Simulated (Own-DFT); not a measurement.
## Calculated data, GaP (zincblende, strongly disordered by large displacements), InAs (zincblende, strongly disordered by large displacements)

A calculation, not a measurement: plane-wave PBE density functional theory by an unreviewed code, no spin, of a simulated periodic cell, stress positive in tension, free energy of the whole cell less one offset for each atom, forces on such cells passed a denser k mesh, this cell's mesh not checked; broken bonds can close the gap or carry spin, so checks made on this kind of crystal may not hold here; offsets are fitted by least squares, one for each functional and potential file, so energies compare only between cells with the same atoms and settings and are not formation energies; the far tail of each file's local potential was reset to the Coulomb form; each entry is a single point on an unrelaxed cell, so the pressure reflects the starting lattice, mostly measured values (interpolated for alloys), from which strain is counted, and rises with the displacements; printed positions are rounded, which can move forces by about a meV/angstrom; the program, named Own-DFT, is a retired in-house code; no spin-orbit coupling. Program: Own-DFT development build.

Common to all runs: functional PBE; potential files PseudoDojo norm-conserving, scalar-relativistic, standard set; wave cutoff 42 hartree; occupations Fermi-Dirac; smearing width 0.1 eV; k mesh 3 x 3 x 3 centred on Gamma.

(1) 
```xyz
64
Lattice="10.9010 0.0000 0.0000 0.0000 10.9010 0.0000 0.0000 0.0000 10.9010" Properties=species:S:1:pos:R:3:force_x:R:1:force_y:R:1:force_z:R:1 formula=GaP hardware=one_NVIDIA_H100 free_energy_of_cell_above_offsets=27.443 pressure=14.96 stress_xx=-15.18 stress_yy=-15.49 stress_zz=-14.21 stress_yz=0.31 stress_xz=2.09 stress_xy=-0.39 wall_time=636.2
Ga     0.1202     0.7004    10.3367      1.173      1.785      4.748
Ga    10.7843     2.3481     3.0001     -0.724      1.855      0.671
Ga     2.8043     0.0286     2.5195     -1.012     -3.624     -2.699
Ga     3.3276     2.8350     0.3274     -3.214     -1.829      2.067
P      1.1638     1.1374     1.6590       0.06       1.46     -2.812
P      1.2557     4.3832     4.3943      2.811     -4.183     -3.176
P      3.9573     0.8772     3.9626      2.554      3.565      3.116
P      4.0098     4.7256     0.6310     -2.543      0.389      3.898
Ga     0.7961     0.0004     5.5731      1.119      -1.94      0.424
Ga    10.7258     3.2841     7.7008     -0.099      0.062      3.584
Ga     2.6741    10.3368     8.3200      0.544      2.043     -0.848
Ga     3.5208     2.8102     5.6943     -3.542     -4.408     -2.826
P      0.9519     1.6482     7.2699       4.05     -3.556     -1.376
P      1.3084     4.3297     9.8794     -1.408     -1.771      2.757
P      3.7018     1.6202     9.6069      1.643     -3.042     -3.244
P      4.1829     4.4372     6.7173      -2.89      2.199      4.445
Ga     0.1030     5.8618     0.4055     -4.352     -3.302     -2.608
Ga    10.5703     7.9009     3.1424      2.292      2.555     -3.969
Ga     2.9775     5.4697     2.8458     -4.417     -2.681     -2.846
Ga     2.8515     8.0705    10.6196     -1.316      4.116      0.249
P      1.5493     7.1353     0.9683       0.02      0.567      6.091
P      0.8654     9.7098     3.3820      0.772      0.589      0.919
P      4.3984     6.4286     3.8945      1.704      5.196      1.652
P      4.1152     9.3447     1.0321      -1.85      3.834     -1.126
Ga     0.4512     6.1037     5.1613     -3.074     -0.019     -1.803
Ga     0.1612     7.6086     8.1916     -1.335      4.124      1.912
Ga     1.9872     4.7973     8.0213      2.157       0.38      -2.68
Ga     2.6814     7.8217     5.8494      4.144       3.36      -3.63
P      1.3792     6.6600     6.8693      1.355     -1.711      3.187
P      1.0574     9.9224     9.6773      1.851      -6.04     -0.805
P      3.8526     7.0596     9.1997      2.079     -4.657     -2.671
P      4.1371     9.5983     6.6617      -1.67     -1.651      0.704
Ga     5.5282     0.1528    10.8105     -5.762      0.909     -0.626
Ga     5.1237     2.6839     2.5199     -0.101      0.447      0.542
Ga     8.5965     0.3826     2.5954      0.226     -0.881      0.396
Ga     7.5018     2.4068     0.0255      3.669     -0.183     -0.112
P      6.5363     1.1752     1.3175      0.951     -0.307      6.403
P      6.8158     4.2969     4.3178     -1.094     -1.692      -4.35
P     10.0328     1.2304     4.9464     -3.425      2.117     -1.244
P      9.3539     3.4604     1.1974      0.821      1.329      1.917
Ga     5.3733     0.0935     5.5911      2.591      0.517      -1.46
Ga     4.9820     3.2108     8.3210      2.775     -1.747      2.032
Ga     7.6837    10.5892     8.4191      1.346      5.034     -2.145
Ga     7.8194     2.8662     5.3562       3.54     -3.373      3.018
P      6.5781     1.6625     6.9215     -0.617     -0.877      0.629
P      7.1141     3.9255     9.6680     -2.237      4.311     -3.662
P      9.5764     1.4366     9.1272     -4.126      1.941      -2.17
P      9.6149     4.5906     6.6398     -0.497     -0.403      -5.75
Ga     5.4547     5.9805    10.8812      3.086      1.479     -2.892
Ga     5.1982     8.4485     2.5005      3.453     -3.164      4.142
Ga     8.3250     5.0579     3.0129      1.644     -0.302     -3.132
Ga     7.6921     8.0747     0.3281       2.74      3.711     -2.605
P      7.0383     6.5303     1.4767      -1.55     -1.666      2.532
P      6.8799     9.0263     4.1774     -3.982      4.291     -2.591
P      9.4125     6.6788     4.2676     -0.486     -4.485     -0.268
P     10.3827     9.1623     0.7406     -0.923     -0.215      1.055
Ga     5.4795     5.3261     5.4429      1.864      4.312      1.539
Ga     4.9579     8.7789     8.6080     -1.114     -1.446     -3.079
Ga     8.8046     5.6541     8.1475      0.939      0.411      4.956
Ga     8.2752     8.0476     5.2499     -0.296      1.251      6.156
P      7.0419     6.2582     7.3787     -5.401      2.932     -2.873
P      6.4411     9.6542     9.6658      2.467     -3.709      3.312
P      9.5126     7.3374     9.5901     -1.317      -1.22      2.754
P      9.1505     9.6937     7.3335      3.936     -2.987     -3.731
```

Units: free_energy_of_cell_above_offsets in eV; pressure, stress_xx, stress_yy, stress_zz, stress_yz, stress_xz, stress_xy in GPa; wall_time in s; force_x, force_y, force_z in eV/Å.

(2) 
```xyz
64
Lattice="10.9010 0.0000 0.0000 0.0000 10.9010 0.0000 0.0000 0.0000 10.9010" Properties=species:S:1:pos:R:3:force_x:R:1:force_y:R:1:force_z:R:1 formula=GaP hardware=one_NVIDIA_H100 free_energy_of_cell_above_offsets=52.055 pressure=23.66 stress_xx=-24.1 stress_yy=-25.86 stress_zz=-21 stress_yz=3.19 stress_xz=-4.36 stress_xy=-1.2 wall_time=666.4
Ga     0.3914     0.0337     0.4649     -5.219      -7.96     -8.487
Ga    10.6811     2.3690     2.2035     -9.042      7.469      6.555
Ga     2.3817     0.1082     2.8336      0.481     -2.066      1.015
Ga     2.2264     2.9442     0.3431     -2.875     -7.105     -4.076
P      1.1305     1.3640     1.4727      12.14      2.988       1.23
P      1.0529     3.8471     4.4832     -0.673     -0.225     -2.568
P      4.0019     1.4196     3.5339     -4.575     -6.839       7.51
P      3.1965     4.3154     1.1978     -2.101     -0.696      5.056
Ga     0.0823    10.7683     5.7415     -4.728      8.471      4.501
Ga     0.1068     2.7716     8.1482     -0.283      0.223      0.717
Ga     2.6570     0.2337     8.6580     -0.518     -0.844     -2.452
Ga     2.7470     2.9190     5.6601      0.226      0.835     -3.385
P      1.6184     1.6225     6.7708     -2.817     -4.356      2.799
P      1.7147     4.2851     9.5635     -4.966     -1.692      1.377
P      3.6086     1.8008     9.7242      3.158      0.787      0.882
P      4.5099     3.8197     6.2595      0.036     -7.446      7.757
Ga    10.2860     5.3477    10.5252      1.829      -0.81      0.718
Ga     0.1752     7.9762     2.9370      1.002      2.965     -2.759
Ga     2.3753     6.1947     2.4683      7.951     -3.506      10.78
Ga     2.3488     8.1971    10.7814      7.635     -7.341      4.386
P      1.2778     6.6123     1.0813     -8.997       3.29     -8.435
P      1.1443     9.6508     4.7460      6.667     -6.086     -9.184
P      3.9984     7.0050     4.7306      5.361     -4.547     -6.098
P      4.4092     9.4123     1.1441     -3.547     -1.233      1.228
Ga     0.2707     5.8267     5.2199     -6.836     -5.955     -3.768
Ga     0.0480     7.8053     8.7997      10.42      5.709     -4.517
Ga     2.5084     5.4017     8.0854      3.507      3.249     -2.751
Ga     2.8065     8.3413     5.1326     -5.473      7.352      4.354
P      1.7204     6.4061     6.1844      8.119      4.365      7.607
P      1.4690     9.5447     9.8560     -5.439      6.811     -5.627
P      4.4315     6.9088     9.4967     -2.839     -2.242      1.411
P      4.5611     9.5509     6.6224     -6.475     -4.449      7.244
Ga     5.6763    10.6216    10.8443      1.695      2.179     -1.783
Ga     4.9326     2.7166     2.5966      5.926       7.23     -5.521
Ga     7.9367     0.8253     2.8163      7.747     -6.276      8.472
Ga     8.1619     3.0819    10.7703     -0.266     -11.34      0.685
P      6.8226     1.4486     1.5477     -8.781       5.07     -10.34
P      7.4575     4.2082     4.4137      -5.88      9.431     -6.009
P      9.7150     1.1963     4.1122     -0.273      1.099      0.692
P      8.9713     4.0585     1.1955      7.866      4.968      7.964
Ga     5.1279    10.5442     5.1872       3.66      7.646     -8.019
Ga     6.1489     2.7274     8.3107     -7.834     -4.926     -4.736
Ga     8.3423     0.0284     7.7114     -8.057      7.043       3.12
Ga     8.1823     2.7622     5.2804      3.549     -9.831      4.352
P      6.4979     1.3398     6.7116      1.457     -1.711     -2.107
P      7.3021     3.7555     9.3011      0.356      11.06     -3.664
P      9.5109     1.4554     9.5734      1.171     -0.501      0.103
P      9.2539     3.7928     6.8982      2.396      0.413      1.199
Ga     4.6508     5.4344     1.2236      9.326      7.078     -0.448
Ga     5.8197     8.7422     2.7171     -5.663     -5.569     -6.867
Ga     7.8149     5.4349     2.4503      6.976     -7.126      5.834
Ga     8.0098     8.0071    10.8903     -0.569      1.538      1.148
P      6.6490     6.7134     1.8388     -7.298      7.594     -4.931
P      6.8078     9.5711     4.0225      7.373      5.014      7.855
P      9.8331     7.0657     4.3103      -5.86      0.357     -0.194
P      9.5262    10.0979     1.3675     -1.905     -2.758      1.217
Ga     4.9639     5.3324     5.3250      5.457      5.335      -4.03
Ga     5.2771     8.3765     8.2230      2.135     -0.302      0.271
Ga     8.6587     5.7602     7.6911     -0.133     -1.446     -0.109
Ga     8.0424     8.1533     5.8797       6.37      9.149     -5.182
P      7.1099     6.7329     6.5730     -8.002     -7.392      3.418
P      7.1918     9.4221     9.0373     -1.703      0.231      2.336
P      9.3571     7.0568     9.3224     -8.665     -4.353      3.866
P      9.7921     9.8623     7.2426      6.306     -8.017     -1.605
```

Units: free_energy_of_cell_above_offsets in eV; pressure, stress_xx, stress_yy, stress_zz, stress_yz, stress_xz, stress_xy in GPa; wall_time in s; force_x, force_y, force_z in eV/Å.

(3) 
```xyz
64
Lattice="10.9010 0.0000 0.0000 0.0000 10.9010 0.0000 0.0000 0.0000 10.9010" Properties=species:S:1:pos:R:3:force_x:R:1:force_y:R:1:force_z:R:1 formula=GaP hardware=one_NVIDIA_H100 free_energy_of_cell_above_offsets=47.418 pressure=22.01 stress_xx=-24.07 stress_yy=-22.38 stress_zz=-19.59 stress_yz=1.72 stress_xz=3.97 stress_xy=-4.21 wall_time=593.3
Ga     0.0698    10.2760    10.7504      -3.09      8.698     -1.052
Ga     0.1437     2.0614     2.4368      4.114      5.224     -4.265
Ga     2.4768    10.7051     2.8776      8.527      3.461     -3.035
Ga     2.3897     2.4850     0.1282      1.266      2.295     -2.747
P      2.0488     1.5556     1.9557      1.503      2.006     -1.279
P      1.3807     3.9236     3.6907     -0.039      0.498      0.732
P      4.0631     1.1895     4.0708      0.713     -0.805     -0.555
P      4.2189     4.3748     1.3887      -6.77     -4.073      2.787
Ga     0.0192    10.8165     5.7176      -6.87     -0.939     -7.902
Ga     0.2955     2.6414     8.1695     -1.334      -0.64     -0.722
Ga     2.7468    10.6358     8.6089      5.994      4.609      -3.91
Ga     3.0597     2.3142     5.7274     -4.257     -2.214     -1.573
P      1.5029     0.4053     6.6956      8.634      5.525      5.526
P      1.1357     4.3569     9.5950       6.45     -6.807     -5.914
P      4.0673     1.5878     9.7127      0.774     -1.719     -1.488
P      4.3555     3.6950     6.4495      1.179      3.012      3.468
Ga     0.1077     5.4592    10.6922     -7.519      5.453      6.486
Ga     0.5573     8.1056     2.5900     -6.843     -8.201     -5.697
Ga     2.2658     6.0442     2.7537      2.683     -2.782      6.336
Ga     2.3067     8.5238     0.1775       1.62     -2.227       1.14
P      1.8265     6.4554     0.8611     -1.438      1.698     -3.597
P      1.3691     9.4158     3.5905     -1.142      0.457      12.01
P      4.2144     6.6855     4.3154     -1.504      1.551     -1.053
P      4.0821     9.4020     1.1443      0.977      0.877      3.045
Ga     0.2309     5.4874     5.0836     -0.585      0.994      0.481
Ga    10.1989     7.9649     7.8511      3.994     -5.902       3.12
Ga     2.9095     5.8289     8.9308     -3.114     -3.727     -2.951
Ga     2.6089     8.5253     5.6806     -1.861     -0.673     -7.873
P      1.7795     7.1538     6.8194     -4.939     -5.733      3.831
P      1.4109     9.7193     9.6432      1.064     -5.495     -5.144
P      4.0310     7.3479     9.5537      4.294      2.501      1.685
P      3.8728     9.5848     6.7026     -0.347     -4.626      8.566
Ga     5.5971    10.4998    10.7535      -8.57      7.945      5.566
Ga     4.9787     3.0813     2.9260      1.206     -1.798      0.753
Ga     8.1608     0.0516     2.5216      0.453     -1.093      0.174
Ga     7.7684     2.8988    10.9006      8.532     -2.512        4.4
P      7.0487     1.4553     1.1767     -4.242     -4.264      3.117
P      6.5084     4.1839     4.2596      5.094     -4.039     -5.375
P      9.6350     1.5343     3.5011     -8.134     -3.214      8.332
P      8.9726     4.1853     1.5749      8.364     -7.235     -5.415
Ga     4.8731     0.1022     6.0819      7.151      7.816     -4.568
Ga     5.8121     2.5424     7.7634     -1.359      1.084      2.003
Ga     8.3620     0.0800     8.7556      -2.93     -4.067     -3.949
Ga     8.4040     2.7866     5.2964     -1.498     -0.727     -1.604
P      6.9132     0.9134     6.8913      1.277     -0.871     -1.104
P      6.7186     3.8671     9.7364     -13.43      0.703      -1.21
P      9.2709     1.6385     9.4906      4.998      4.488      2.598
P      9.1795     3.7761     7.0741       1.95      1.384      0.807
Ga     5.4346     5.4733     0.4173      5.582      5.939     -4.462
Ga     5.4205     8.6307     3.0830      -5.53     -3.938     -10.23
Ga     7.8533     5.4164     2.3681     -6.028      6.828      5.823
Ga     8.4396     8.6146    10.4510      0.985      1.723       7.46
P      7.2978     7.3860     1.4571     -2.025     -0.082      0.106
P      6.3680     8.9681     4.6277      4.217      3.923      8.614
P      9.3188     7.2425     3.9744      1.808     -1.198     -0.572
P      9.9863     9.5567     1.2319     -6.194     -3.517      8.318
Ga     5.6728     5.3021     5.6224     -2.804      4.734      3.584
Ga     5.8628     7.9740     7.7548     -1.702       0.63      1.812
Ga     7.7994     4.9008     8.6589      6.856      6.802     -7.127
Ga     8.2962     8.6638     5.6190      7.523      6.397     -4.139
P      7.0692     7.3284     5.9486     -8.154     -9.054      1.784
P      6.9655     9.5967     9.9408     -0.481     -0.762     -9.729
P      9.5599     7.2453     9.9923      6.912     -9.994     -5.044
P      9.6496     9.5828     6.8819     -1.965      5.673      0.821
```

Units: free_energy_of_cell_above_offsets in eV; pressure, stress_xx, stress_yy, stress_zz, stress_yz, stress_xz, stress_xy in GPa; wall_time in s; force_x, force_y, force_z in eV/Å.

(4) 
```xyz
64
Lattice="12.1166 0.0000 0.0000 0.0000 12.1166 0.0000 0.0000 0.0000 12.1166" Properties=species:S:1:pos:R:3:force_x:R:1:force_y:R:1:force_z:R:1 formula=InAs hardware=one_NVIDIA_H200 free_energy_of_cell_above_offsets=-3.683 pressure=8.65 stress_xx=-7.92 stress_yy=-8.8 stress_zz=-9.22 stress_yz=-2.36 stress_xz=2.73 stress_xy=0.04 wall_time=1184
In    11.9582     0.1231     0.0068     -1.152      0.194     -1.485
In     0.1218     3.1341     2.9349     -3.209     -1.551     -1.523
In     2.8977    12.0874     3.1913       2.94      2.296     -3.048
In     2.9954     3.0095    12.0130     -1.678      0.814      1.928
As     1.1887     1.2742     1.6947      2.203       1.14     -0.455
As     1.2425     4.5444     4.3715      3.469      1.159      1.475
As     4.5189     1.5563     4.4981       1.41     -0.079     -2.222
As     4.3632     4.6020     1.7849      1.291      -2.29     -3.123
In     0.0953    12.0433     6.0549      -1.59     -0.564     -0.479
In     0.1343     3.0917     9.1342     -1.806     -3.065      -2.68
In     2.6566    12.0988     8.8869      4.444     -1.317      1.643
In     2.9946     2.6626     5.9785      0.234      3.528     -0.689
As     1.6552     1.3379     7.3693     -3.383      2.464      0.249
As     1.0889     4.6673    10.5121      4.003     -0.236      0.722
As     4.4517     1.5948    10.7203       0.32     -2.127     -1.244
As     4.1867     4.7502     7.0615     -0.965     -0.703      2.226
In     0.0134     5.9057     0.0316      0.027      2.546       2.22
In     0.5582     9.0230     3.0802     -3.514      2.008      2.123
In     3.0552     6.1002     2.9629     -2.668      2.108      1.789
In     3.2373     9.3439    11.9569     -1.682     -0.132     -0.623
As     1.3654     7.7091     1.4393      2.641     -2.738     -3.445
As     1.6591    10.6962     4.4730     -1.588      -2.48      3.684
As     4.8364     7.3012     4.3968     -1.039      2.555     -0.533
As     4.4663    10.3161     1.7688     -0.456      2.344     -0.558
In     0.1359     6.0330     6.0053       0.13      3.236     -0.681
In    11.9733     8.9585     8.7473     -0.773     -1.493      5.096
In     2.8748     5.9793     9.3225      0.999      0.687     -2.124
In     3.0148     9.0456     6.2130      3.079      1.467     -2.587
As     1.4994     7.9449     7.5738      1.048     -5.049     -0.167
As     1.3075    10.9361    10.4563     -0.546     -2.696      1.531
As     4.5541     7.7362    10.4074      -2.14     -2.439      2.395
As     4.6719    10.7510     7.4206     -1.722     -2.229      2.439
In     6.1616    11.9364    12.0128      -2.89      2.657      2.773
In     6.1588     3.3722     3.1184     -0.231     -1.299     -0.154
In     8.8531    11.9697     2.8853      1.309      3.422     -1.565
In     9.1897     2.8850    12.0299     -2.794      2.675      3.789
As     7.5667     1.8212     1.4173     -1.298     -1.736      1.162
As     7.7053     4.5544     4.7418     -1.186      2.269      -1.14
As    10.5242     1.2540     4.5427      0.306      0.463     -0.741
As    10.5405     4.4991     1.1398     -0.406     -0.022      3.583
In     5.9052     0.1070     6.0358      2.368      0.765     -0.919
In     6.1877     3.0153     9.5415     -2.294     -0.366     -1.524
In     9.1176     0.0318     9.3134     -1.549     -1.372     -1.458
In     9.2573     3.1230     5.7537      1.684      -2.21      2.287
As     7.2492     1.4527     7.9766      1.498     -0.656     -2.156
As     7.6439     4.4734    10.6712      0.169      2.098      1.571
As    10.2017     1.8369    10.4281       5.63      -2.24      -3.69
As    10.9969     4.4900     7.3156     -2.753     -0.857      1.742
In     5.9204     5.9401     0.1130       0.48      0.896     -0.294
In     6.3368     9.3329     2.9930     -2.264     -2.794     -0.411
In     9.0945     6.1588     3.0269      0.255      0.335     -0.419
In     9.3167     8.9745    12.1028     -0.385      0.953      0.734
As     7.5206     7.7748     1.4533      0.369     -1.888     -0.593
As     7.7850    10.5100     4.3145       -0.3      0.488      5.461
As    10.5315     8.0335     4.4993        1.1     -1.819     -0.447
As    10.5420    10.7777     1.4995      0.961     -1.753     -0.214
In     6.0687     6.0815     6.1250      0.484     -0.834       0.15
In     6.1750     8.9133     9.2026     -3.028      9.015      5.528
In     8.8749     6.0495     9.1016      0.915      0.029     -0.963
In     8.9921     8.9758     6.2667     -0.179      0.887      0.843
As     7.0488     7.6844     7.8082      6.708     -6.193     -7.459
As     7.5902    10.5926    10.8083      2.178     -2.568     -2.263
As    10.5365     7.2500    10.7800       0.15      1.276     -2.417
As    10.7802    10.6754     7.9136     -3.336       3.02     -2.651
```

Units: free_energy_of_cell_above_offsets in eV; pressure, stress_xx, stress_yy, stress_zz, stress_yz, stress_xz, stress_xy in GPa; wall_time in s; force_x, force_y, force_z in eV/Å.
